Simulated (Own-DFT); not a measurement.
## Calculated data, Hf$_{36}$O$_{71}$ (tetragonal hafnia with one neutral oxygen vacancy, atoms displaced)

All values are calculated (Own-DFT development build). A calculation, not a measurement: plane-wave PBE and HSE06 DFT by an unreviewed code, no spin, of a simulated cell at Gamma alone, so results move with cell size and shape, stress positive in tension, energies less offsets, not probed for a lower state with spin; hafnium file: forces about 75 meV/angstrom off all-electron values; oxygen file: force components 24 meV/angstrom off all-electron in a glass; k mesh not checked against a denser one; forces and stress are PBE's, HSE06 gives the energy alone, and its difference from PBE has offsets of its own; offsets are fitted by least squares, one for each functional and potential file, so energies compare only between cells with the same atoms and settings and are not formation energies; the far tail of each file's local potential was reset to the Coulomb form; each entry is a single point on an unrelaxed cell, so the pressure reflects the starting lattice, taken from the Materials Project, from which strain is counted, and rises with the displacements; printed positions are rounded, which can move forces by about a meV/angstrom; the program is a retired in-house code; no spin-orbit coupling.

Common to all runs: first functional PBE; second functional HSE06; exact exchange share 0.25; screening 0.11 1/bohr; exchange divergence Gygi-Baldereschi; potential files PseudoDojo norm-conserving, scalar-relativistic, made for PBE, standard set; wave cutoff 48 hartree; occupations fixed; k mesh 1 x 1 x 1 centred on Gamma.

(1) Hf$_{36}$O$_{71}$ (tetragonal hafnia with one neutral oxygen vacancy, atoms displaced)

```xyz
107
Lattice="10.7800 0.0000 0.0000 0.0000 10.7800 0.0000 0.0000 0.0000 10.4493" Properties=species:S:1:pos:R:3 Hf36O71
Hf     0.0093    10.7245    10.4305
Hf     1.7139     1.8587     2.4745
O      0.0058     1.7836     1.6071
O      1.8313     0.1659     3.5397
O     10.7666     1.7087     4.2772
O      1.6800     0.1291     0.9938
Hf    10.6968    10.7514     5.2414
Hf     1.8241     1.7960     7.7712
O     10.7718     1.8638     6.7594
O      1.8475     0.1109     8.9013
O     10.7451     1.7492     9.4913
O      1.7562     0.1202     6.3035
Hf    10.7002     3.6165    10.4124
Hf     1.8147     5.4791     2.6642
O     10.7359     5.2594     1.4164
O      1.8982     3.5114     3.7130
O      0.0286     5.4996     4.0773
Hf    10.7536     3.5272     5.2323
Hf     1.6844     5.5170     7.8334
O      0.0345     5.4609     6.8314
O      1.9287     3.6097     8.8225
O     10.7541     5.4378     9.4756
O      1.6026     3.7206     6.2319
Hf     0.0442     7.2736    10.3840
Hf     1.8651     8.9772     2.6645
O      0.0036     8.9224     1.6228
O      1.7228     7.3598     3.7645
O     10.6963     9.0842     4.3588
O      1.7285     7.2036     0.9995
Hf    10.6934     7.2072     5.1689
Hf     1.6719     8.9381     7.8740
O     10.7407     8.9226     6.6659
O      1.7856     7.0964     8.9279
O     10.7532     8.9081     9.4849
O      1.7423     7.1597     6.1829
Hf     3.5155     0.0047     0.0937
Hf     5.5408     1.6747     2.5375
O      3.5849     1.8610     1.6147
O      5.4689     0.0655     3.6492
O      3.5668     1.8345     4.2199
O      5.5088     0.0766     1.0996
Hf     3.6571     0.0512     5.2008
Hf     5.6005     1.7665     7.8808
O      3.5280     1.7112     6.8298
O      5.3624     0.0324     8.7644
O      3.5096     1.8690     9.4137
O      5.4414     0.0525     6.2379
Hf     3.6331     3.5938     0.0107
Hf     5.5027     5.3871     2.4806
O      3.4825     5.3903     1.5881
O      5.4726     3.6011     3.7010
O      3.6811     5.4803     4.3350
O      5.4264     3.5435     0.8658
Hf     3.5659     3.5354     5.1245
Hf     5.3913     5.2924     7.8506
O      3.5830     5.4417     6.8476
O      5.5017     3.5642     8.9338
O      3.6239     5.3217     9.4151
O      5.3813     3.4813     6.3270
Hf     3.6346     7.2287    10.4088
Hf     5.2925     9.0440     2.5364
O      3.5127     8.9970     1.6535
O      5.3592     6.9985     3.5661
O      3.5334     9.0814     4.2073
O      5.1560     7.0454     1.0386
Hf     3.6239     7.1946     5.2532
Hf     5.3912     9.0523     7.8822
O      3.5498     9.0819     6.6779
O      5.2728     7.2887     8.7635
O      3.6072     9.0686     9.3561
O      5.2458     7.1924     6.2060
Hf     7.3150    10.6364     0.0461
Hf     8.8078     1.7148     2.6526
O      7.1784     1.7986     1.6192
O      8.9637    10.6913     3.6173
O      7.1956     1.7196     4.0974
O      8.9735    10.7198     0.8581
Hf     7.1308    10.6664     5.2003
Hf     9.0288     1.7001     7.7883
O      7.2718     1.8179     6.6883
O      8.9662    10.7787     8.7253
O      7.1711     1.8527     9.3978
O      8.9843    10.6889     6.2327
Hf     7.1761     3.5882     0.0305
Hf     9.0194     5.3901     2.7576
O      7.2065     5.4746     1.4884
O      9.0757     3.6441     3.7036
O      7.1744     5.3230     4.0367
O      8.7936     3.4764     1.2039
Hf     7.2803     3.6749     5.1643
Hf     8.8901     5.4146     7.9126
O      7.2262     5.4585     6.9621
O      9.0604     3.5908     8.7782
O      7.1612     5.4368     9.4536
O      8.9092     3.5253     6.2523
Hf     7.2587     7.2058     0.0605
Hf     8.9349     8.9470     2.6676
O      7.0795     9.1393     1.5044
O      8.9716     7.1886     3.6711
O      7.1777     8.9515     4.1668
O      8.9754     7.1312     1.1237
Hf     7.1794     7.1334     5.1821
Hf     9.1280     8.9449     7.7681
O      7.2234     9.0628     6.8058
O      9.0712     7.1502     8.8660
O      7.2829     8.9833     9.4586
O      9.0582     7.2219     6.3910
```

It finds PBE energy of cell above offsets -88.925 eV; HSE06 less PBE above offsets 0.501 eV; PBE pressure 4.87 GPa; PBE stress xx -4.88 GPa; PBE stress yy -4.97 GPa; PBE stress zz -4.77 GPa; PBE stress yz 0.03 GPa; PBE stress xz -1.08 GPa; PBE stress xy -0.03 GPa.

Force:
```tsv
element	x (eV/Å)	y (eV/Å)	z (eV/Å)
Hf	0.58	2.532	-0.199
Hf	1.462	0.454	1.628
O	-2.967	0.363	-0.444
O	0.091	-2.853	0.235
O	-0.795	1.341	-1.003
O	2.006	-1.279	0.024
Hf	2.44	2.812	0.941
Hf	0.227	1.175	0.718
O	-0.841	-0.259	0.771
O	-0.928	-3.109	0.171
O	-0.508	-0.103	-0.432
O	-0.757	-1.384	-0.924
Hf	0.706	0.121	0.854
Hf	-0.809	-1.267	-0.518
O	0.291	-0.142	2.479
O	-1.033	2.103	-1.438
O	-0.41	-1.058	0.229
Hf	-0.123	-0.433	0.028
Hf	2.13	-4.239	-1.127
O	-3.198	0.155	-0.634
O	-1.615	0.71	0.105
O	0.221	-0.504	-1.027
O	2.941	-0.595	0.009
Hf	-0.919	-4.88	3.154
Hf	-2.808	1.876	1.284
O	-0.7	0.617	0.56
O	0.257	-1.392	-1.437
O	-0.316	-2.716	-3.191
O	1.65	0.287	0.923
Hf	2.084	-0.307	1.347
Hf	3.04	1.502	-1.983
O	1.969	0.511	2.595
O	-0.11	3.764	0.276
O	0.45	3.4	-3.309
O	0.123	0.598	1.416
Hf	-0.203	2.872	-2.129
Hf	-3.981	3.013	1.766
O	0.784	-0.613	-0.479
O	-0.597	-2.677	0.247
O	1.217	-1.359	-0.25
O	-2.399	-0.852	-0.782
Hf	-2.146	1.16	1.581
Hf	-1.429	2.11	-1.415
O	1.816	0.644	-0.556
O	0.338	-0.732	1.901
O	0.998	-1.817	1.214
O	-0.198	-0.263	-0.261
Hf	-2.752	-0.491	-0.97
Hf	-2.325	-1.992	0.973
O	0.86	-0.821	0.532
O	-0.368	-0.192	-1.562
O	-1.514	-1.968	-1.729
O	0.114	0.509	2.832
Hf	0.092	1.265	1.96
Hf	-2.541	-0.116	0.281
O	-0.003	-0.053	0.553
O	-0.305	0.43	-1.284
O	0.988	1.958	0.716
O	0.802	1.174	-0.508
Hf	-2.594	-1.904	-2.355
Hf	0.723	-0.492	1.997
O	1.731	0.655	-2.228
O	1.028	3.795	0.321
O	1.238	-1.014	-1.55
O	4.184	1.397	0.528
Hf	-2.703	0.447	0.074
Hf	-1.053	-0.28	-2.247
O	-0.179	-0.334	2.201
O	0.451	-1.23	1.172
O	-0.601	-0.418	1.373
O	4.971	0.314	0.31
Hf	-3.241	2.441	-2.958
Hf	3.443	2.074	0.585
O	1.008	-0.71	-2.249
O	-0.501	0.439	-0.687
O	0.893	0.958	0.546
O	2.05	0.209	2.746
Hf	0.848	1.712	1.318
Hf	-0.082	2.435	-0.504
O	-0.156	-0.961	0.797
O	0.305	-1.725	1.351
O	0.596	-1.732	0.338
O	-0.581	0.394	0.015
Hf	0.629	0.229	-1.64
Hf	1.25	-1.021	-3.398
O	0.244	0.16	0.542
O	-0.755	-1.263	0.149
O	1.003	2.027	1.312
O	1.756	0.422	-0.896
Hf	-2.432	-3.17	0.874
Hf	3.341	-0.904	0.159
O	-1.816	0.307	-3.314
O	-0.226	-0.199	1.068
O	0.349	0.504	0.015
O	1.173	1.305	-0.289
Hf	-0.116	-1.283	-0.623
Hf	1.204	-0.064	-1.17
O	0.848	-2.135	1.458
O	-0.57	0.439	1.243
O	-0.422	-1.631	-0.434
O	-0.176	1.295	-0.61
Hf	-1.109	0.637	1.259
Hf	-3.102	-0.021	0.06
O	-0.404	-0.968	0.077
O	-0.78	1.511	1.07
O	-0.391	-1.189	-0.609
O	-2.351	-0.442	-1.907
```

(2) Hf$_{36}$O$_{71}$ (tetragonal hafnia with one neutral oxygen vacancy, atoms displaced)

```xyz
107
Lattice="10.7800 0.0000 0.0000 0.0000 10.7800 0.0000 0.0000 0.0000 10.4493" Properties=species:S:1:pos:R:3 Hf36O71
Hf    10.7502    10.7416    10.4305
Hf     1.7973     1.7763     2.6598
O      0.0120     1.8153     1.5404
O      1.7457     0.0360     3.6379
O      0.0137     1.8002     4.2106
O      1.8137     0.0291     1.0385
Hf    10.7489     0.0447     5.2323
Hf     1.7967     1.7433     7.8177
O     10.7141     1.7428     6.8417
O      1.7268    10.7741     8.8535
O     10.7470     1.8191     9.4344
O      1.8034     0.0387     6.2489
Hf    10.7685     3.6011    10.4312
Hf     1.8041     5.3979     2.6216
O      0.0263     5.3595     1.5626
O      1.8028     3.6383     3.5924
O      0.0109     5.4255     4.1711
O      1.8223     3.5654     1.0373
Hf    10.7297     3.6060     5.2230
Hf     1.8034     5.4043     7.8138
O     10.7604     5.3831     6.8012
O      1.8110     3.6340     8.8449
O     10.7721     5.4018     9.4517
O      1.8026     3.5870     6.2940
Hf    10.7496     7.1654     0.0228
Hf     1.7506     8.9752     2.6334
O      0.0115     8.9930     1.5595
O      1.7886     7.2117     3.6115
O      0.0386     8.9901     4.2224
O      1.7949     7.2048     0.9688
Hf    10.7598     7.1885     5.2461
Hf     1.7961     8.9891     7.8445
O     10.7742     8.9846     6.8077
O      1.7730     7.1785     8.8440
O      0.0189     9.0304     9.4079
O      1.8646     7.1866     6.2630
Hf     3.6268     0.0263     0.0131
Hf     5.3912     1.7610     2.6624
O      3.5733     1.7652     1.5763
O      5.3893    10.7603     3.6322
O      3.5747     1.7360     4.2301
O      5.3880     0.0363     1.0284
Hf     3.5955    10.7524     5.1787
Hf     5.3126     1.8021     7.8650
O      3.6105     1.8038     6.7905
O      5.4017     0.0336     8.8616
O      3.5860     1.8003     9.4570
O      5.4374    10.7376     6.2432
Hf     3.6445     3.5982    10.4097
Hf     5.3373     5.4062     2.6134
O      3.5710     5.3738     1.5998
O      5.3936     3.5528     3.6258
O      3.6726     5.3739     4.2268
O      5.3904     3.6089     1.0159
Hf     3.6217     3.6318     5.2253
Hf     5.3620     5.3753     7.7538
O      3.6121     5.3166     6.7705
O      5.3764     3.5816     8.7927
O      3.5555     5.4107     9.4209
O      5.3540     3.6650     6.2296
Hf     3.6028     7.2069     0.0186
Hf     5.3819     8.9910     2.6007
O      3.5290     8.9839     1.5748
O      5.4201     7.1722     3.5951
O      3.5857     8.8973     4.1670
O      5.3702     7.1767     1.0112
Hf     3.5462     7.1673     5.2454
Hf     5.3869     9.0045     7.8206
O      3.5604     8.9616     6.8236
O      5.3530     7.2114     8.9234
O      3.6198     9.0389     9.4560
O      5.3634     7.1707     6.2478
Hf     7.1705    10.7555     0.0213
Hf     8.9531     1.8476     2.6400
O      7.1504     1.7840     1.5820
O      9.0360    10.7698     3.6008
O      7.1515     1.8140     4.1547
O      8.9895    10.7602     1.0193
Hf     7.1887     0.0200     5.2104
Hf     9.0196     1.8028     7.8221
O      7.1826     1.8378     6.8225
O      8.9712    10.7688     8.8637
O      7.1847     1.7618     9.3809
O      9.0193    10.6983     6.2394
Hf     7.2089     3.6300     0.0403
Hf     8.9690     5.4261     2.6776
O      7.2179     5.4684     1.5491
O      9.0234     3.5979     3.6505
O      8.9548     3.6014     0.9603
Hf     7.2018     3.6081     5.1966
Hf     9.0016     5.3206     7.8850
O      7.1723     5.3959     6.7576
O      8.9657     3.5950     8.8714
O      7.1521     5.3528     9.4154
O      8.9368     3.6087     6.2367
Hf     7.1851     7.1571    10.4451
Hf     9.0133     8.9983     2.6335
O      7.2165     8.9370     1.6014
O      9.0204     7.2231     3.6141
O      7.1794     9.0041     4.2060
O      9.0002     7.1580     1.0475
Hf     7.1994     7.1372     5.2590
Hf     9.0037     8.9440     7.8889
O      7.1834     8.9728     6.8382
O      9.0497     7.2162     8.8367
O      7.1988     9.0186     9.4782
O      8.9745     7.1544     6.2234
```

The calculation gives: PBE energy of cell above offsets -100.705 eV; HSE06 less PBE above offsets -0.134 eV; PBE pressure 0.8 GPa; PBE stress xx 0.2 GPa; PBE stress yy -1.33 GPa; PBE stress zz -1.26 GPa; PBE stress yz 0.18 GPa; PBE stress xz 0.13 GPa; PBE stress xy -0.01 GPa.

Force:
```tsv
element	x (eV/Å)	y (eV/Å)	z (eV/Å)
Hf	0.633	1.251	0.631
Hf	-0.113	0.764	-1.976
O	-0.834	0.174	1.282
O	0.408	-1.236	0.439
O	-0.295	0.815	0.157
O	-0.452	-0.184	-0.419
Hf	0.615	-0.941	-0.004
Hf	-0.088	0.943	0.302
O	1.431	0.402	-0.909
O	0.444	0.311	-0.18
O	0.069	-0.226	-0.498
O	0.045	0.039	-0.146
Hf	1.455	-0.579	0.941
Hf	-0.647	-0.301	-1.038
O	-0.425	0.205	0.587
O	0.047	-0.536	0.991
O	-0.205	-0.498	0.565
O	0.011	0.265	-0.817
Hf	1.249	0.469	0.057
Hf	0.246	-0.523	0.637
O	0.059	-0.036	0.084
O	-0.232	-0.772	-0.21
O	-0.426	-0.166	-0.748
O	-0.708	-0.152	-1.107
Hf	0.753	0.462	-0.185
Hf	0.423	0.739	-0.75
O	-0.358	-0.133	0.327
O	0.088	-0.884	0.486
O	-0.185	-0.148	-0.033
O	-0.342	-0.137	0.508
Hf	0.325	0.466	-0.053
Hf	-0.442	-0.171	0.353
O	0.434	-0.531	0.143
O	0.036	0.433	-0.281
O	-0.254	-1.388	0.054
O	-1.655	-0.41	-0.047
Hf	-0.967	-0.163	0.748
Hf	-0.602	0.25	-1.389
O	0.807	0.174	0.833
O	-0.184	-0.107	0.342
O	0.151	0.94	-0.271
O	0.115	-0.63	0.405
Hf	0.002	-0.463	0.723
Hf	1.76	-0.349	-0.215
O	-0.418	-0.256	0.249
O	-0.365	-0.614	-0.066
O	-0.011	-0.074	-0.986
O	-0.965	0.061	-0.331
Hf	-1.417	0.337	0.712
Hf	0.466	-0.3	-0.468
O	0.301	0.339	0.042
O	0.198	0.915	0.201
O	-0.282	0.631	-0.615
O	0.295	0.243	-0.019
Hf	-0.887	-0.977	0.171
Hf	0.327	0.464	1.112
O	-0.897	0.45	0.188
O	-0.361	0.571	0.477
O	0.352	-0.075	-0.144
O	1.209	-0.255	-0.343
Hf	-0.238	0.271	-0.7
Hf	0.019	-0.662	-0.331
O	1.099	-0.022	0.51
O	0.558	-0.075	0.292
O	0.154	1.243	0.344
O	0.366	0.034	0.375
Hf	1.125	0.289	-0.499
Hf	-0.028	-0.104	0.532
O	0.624	0.319	-0.197
O	0.431	-0.288	-1.101
O	-0.273	-0.541	-0.419
O	0.209	-0.035	-0.062
Hf	0.697	1.222	-0.463
Hf	0.701	-1.276	-1.693
O	0.661	0.224	0.483
O	-0.179	0.999	0.496
O	0.582	-0.247	0.368
O	-0.423	0.004	0.13
Hf	0.322	-0.631	0.665
Hf	-2.062	-0.914	1.437
O	-0.13	-0.155	-0.502
O	0.331	0.11	-0.311
O	0.044	0.788	1.087
O	-1.149	0.583	-0.283
Hf	-0.884	-1.506	-0.937
Hf	0.526	0.381	-1.32
O	-0.511	-0.525	1.195
O	-0.515	0.356	0.228
O	0.39	-0.101	1.216
Hf	-1.1	0.233	0.413
Hf	-0.314	1.026	-0.574
O	0.423	0.044	0.073
O	0.211	-0.102	-0.267
O	0.438	0.808	-0.369
O	0.861	0.045	0.158
Hf	-0.431	0.446	0.343
Hf	-0.384	0.307	-0.873
O	-0.546	0.148	0.235
O	-0.377	-0.612	0.738
O	0.113	-0.335	0.336
O	-0.143	0.09	-0.347
Hf	-0.551	0.526	-0.506
Hf	-0.225	1.64	-0.878
O	0.249	-0.338	0.249
O	-0.493	-1.499	0.627
O	-0.054	-1.201	-0.45
O	0.135	0.136	0.058
```
